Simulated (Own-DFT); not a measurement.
# Energy and forces against displacement in monoclinic HfO2, 96 atoms (Hf32O64)

These are calculations, not measurements. They come from Own-DFT, an in-house plane-wave density functional program, since retired, whose code no person has reviewed. Each row is one single-point run on a periodic cell that was not relaxed, without spin or spin-orbit coupling.

Settings of every run: PBE; PseudoDojo norm-conserving scalar-relativistic files; cutoff 72 hartree; 2 x 2 x 2 k mesh centred on Gamma; Fermi-Dirac smearing of 0.1 eV.

Known limits, some of them of some rows only: some atoms lie very close together; hafnium file: forces about 75 meV/angstrom off all-electron values; oxygen file: force components 24 meV/angstrom off all-electron in a glass; forces on such cells passed a denser k mesh, each cell not checked; stress not checked against mesh or cutoff.

Cell vectors in Å: (10.234, 0.000, 0.000); (0.000, 10.350, 0.000); (-1.696, 0.000, 10.445). In each run every atom was moved at random and independently from its ideal site; u is the rms move along one axis. E is the free energy for each atom above the fitted value at u = 0, and F the rms of the force components.

```
run,u (Å),E (meV/atom),F (eV/Å),largest force (eV/Å),P (GPa)
1,0.0197,10.6,0.476,1.66,3.78
2,0.0202,9.2,0.438,1.66,3.78
3,0.0206,12.6,0.492,1.63,4.08
4,0.0496,60.6,1.102,4.74,6.27
5,0.0532,?,?,?,?
6,0.0535,71.5,1.153,5.02,5.90
7,0.0834,187.1,1.980,7.91,8.89
8,0.0856,199.3,2.260,11.50,11.36
9,0.1197,355.4,2.829,11.75,14.33
10,0.1491,642.3,4.376,19.58,24.21
```

## Worked fit

For small independent moves the energy grows as E = (3/2) K u², with K the mean stiffness felt by one atom. The runs with u up to 0.11 Å give K = 17.4 ± 0.6 eV/Å², with residuals divided by u² + 0.0006 Å², since the noise grows with the moves. The scatter is 4.0 meV/atom at u = 0.05 Å. The forces follow F = G u with G = 23.4 eV/Å²; no force at u = 0 is resolved. G exceeds K because the moves of its neighbours add to the force on an atom, and stiffness differs between atoms. At u = 0.149 Å the parabola gives 581 meV/atom and the run 642. The pressure follows P = 3.53 + 931 u² GPa: at fixed volume, shortened bonds push harder than stretched ones pull.

## Withheld run

Question: what energy and rms force should run 5 give?

The fit gives 74 ± 5 meV/atom and about 1.25 eV/Å. The calculation gave 77.5 meV/atom and 1.235 eV/Å.
